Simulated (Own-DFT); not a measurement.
# Composition and what it changes: diamond-structure SiGe

These are calculations, not measurements. The program, named Own-DFT, is a retired in-house plane-wave density functional code that no person has reviewed. Each row is one single-point run on a periodic cell that was not relaxed, without spin or spin-orbit coupling.

Settings of every run: PBE; PseudoDojo norm-conserving scalar-relativistic files; cutoff 42 hartree; 5 x 5 x 5 k mesh centred on Gamma; Fermi-Dirac smearing of 0.1 eV.

Known limits, some of them of some rows only: forces on such cells failed a check on a denser k mesh; forces on such cells moved up to 12 meV/angstrom on a denser k mesh; forces on such cells passed a denser k mesh, each cell not checked; stress not checked against mesh or cutoff.

Each cell has 16 atoms, with Ge and Si placed at random on their shared sites; x is the share of Ge. Lattice constants follow the straight line between measured values of the end members, and atoms start on the ideal sites of that lattice. Every atom was also moved at random, by a Gaussian of width 0.03 Å on each axis. u is the rms move along one axis. dE is the free energy for each Ge or Si site above the straight-line part, a + b x, of the fit below.

| x | cell | u (Å) | volume (Å³/atom) | P (GPa) | dE (meV/site) |
|---|---|---|---|---|---|
| 0.125 | Ge2Si14 | 0.0326 | 20.340 | 2.29 | 13.9 |
| 0.125 | Ge2Si14 | 0.0365 | 20.340 | 2.18 | 10.2 |
| 0.125 | Ge2Si14 | 0.0275 | 20.340 | 2.22 | 5.8 |
| 0.125 | Ge2Si14 | 0.0349 | 20.340 | 2.33 | 13.4 |
| 0.250 | Ge4Si12 | 0.0325 | 20.659 | 2.36 | 16.2 |
| 0.250 | Ge4Si12 | 0.0216 | 20.659 | 2.23 | 1.6 |
| 0.250 | Ge4Si12 | 0.0237 | 20.659 | 2.43 | 16.4 |
| 0.250 | Ge4Si12 | 0.0287 | 20.659 | 2.40 | 15.4 |
| 0.500 | Ge8Si8 | 0.0276 | 21.306 | 2.69 | 14.5 |
| 0.500 | Ge8Si8 | 0.0299 | 21.306 | 2.86 | 25.0 |
| 0.500 | Ge8Si8 | 0.0315 | 21.306 | 2.76 | 22.3 |
| 0.500 | Ge8Si8 | 0.0329 | 21.306 | 2.74 | 16.7 |
| 0.750 | Ge12Si4 | 0.0326 | 21.966 | ? | ? |
| 0.875 | Ge14Si2 | 0.0319 | 22.302 | 3.65 | 7.9 |
| 0.875 | Ge14Si2 | 0.0287 | 22.302 | 3.65 | 7.6 |
| 0.875 | Ge14Si2 | 0.0322 | 22.302 | 3.71 | 12.7 |
| 0.875 | Ge14Si2 | 0.0261 | 22.302 | 3.60 | 5.1 |

## Worked fit

Fit E = a + b x + W x (1 - x) + k (u² - 0.03²) to the rows shown. It gives W = 77 ± 18 meV/site and k = 13 ± 5 eV/Å², with a scatter of 4.1 meV/site. Part of W is bond strain that relaxing the atoms would remove. The pressures follow P = 2.17 + 0.46 x + 1.42 x² GPa, with a scatter of 0.07.

## Withheld member

Question: what pressure and dE should the cell at x = 0.750 give?

The fits give 3.3 GPa and 17 meV/site. The calculation gave 3.46 GPa and 24.0 meV/site.
